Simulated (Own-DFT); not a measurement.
# Stretching a layer in its plane: wurtzite AlGaN with randomly placed atoms, 128 atoms (Al48Ga16N64)

No measurement is shown. These are fixed-geometry runs of a retired plane-wave code named Own-DFT, which no person has reviewed; spin and spin-orbit coupling are neglected.

Method: PBE; PseudoDojo norm-conserving scalar-relativistic files (stringent for Ga); cutoff 96 hartree; 3 x 3 x 3 k mesh centred on Gamma; Gaussian smearing of 0.01 eV.

Limits: k mesh not checked against a denser one; stress not checked against mesh or cutoff.

Unstrained cell vectors in Å: (12.525, 0.000, 0.000); (-6.262, 10.847, 0.000); (0.000, 0.000, 10.066). The unstrained cell has measured lattice constants (interpolated for alloys), not those of this functional. That, the random moves and any unrelaxed bonds set the pressure at no strain. Each run strains x and y alike by e, as a substrate would, and holds the height along z. Each coordinate of each atom was shifted by a normal deviate of width 0.05 Å. The random placing of the alloy's atoms differs from row to row. Stress is positive in tension.

| e (%) | u (Å) | (s_xx + s_yy)/2 (GPa) | s_zz (GPa) |
|---|---|---|---|
| -2.50 | 0.054 | -23.15 | -11.29 |
| -2.00 | 0.052 | -19.87 | -9.60 |
| -1.25 | 0.048 | -14.16 | -8.11 |
| -1.00 | 0.050 | -13.43 | -6.68 |
| -0.25 | 0.049 | -8.03 | -6.19 |
| 0.75 | 0.052 | -1.99 | -5.75 |
| 1.50 | 0.048 | ? | ? |
| 1.75 | 0.048 | 3.51 | -5.11 |
| 2.75 | 0.048 | 7.29 | -2.55 |
| 3.00 | 0.051 | 8.38 | -3.06 |

## Analysis

With e as a fraction, the in-plane stress is -6.4 + 598 e - 3314 e² GPa (errors 8 and 487, scatter 0.41), and s_zz is -6.7 + 135 e GPa (slope ± 15, scatter 0.86). At e = 0 the first slope is C11 + C12 and the second 2 C13, both with the ions held to the strained lattice and at the cell's own pressure. The term in e² is negative: the layer stiffens under compression and softens under tension. A free layer would change its height as e changes, and the in-plane slope would drop by 2 C13²/C33 to the biaxial modulus. At fixed height, a misfit of 1 % moves the in-plane stress by about 6.0 GPa and s_zz by 1.4 GPa.

## Check

Q: what are the two stresses at e = 1.50 %?

From the fit: 1.8 and -4.6 GPa. Computed: 2.38 and -5.75 GPa.
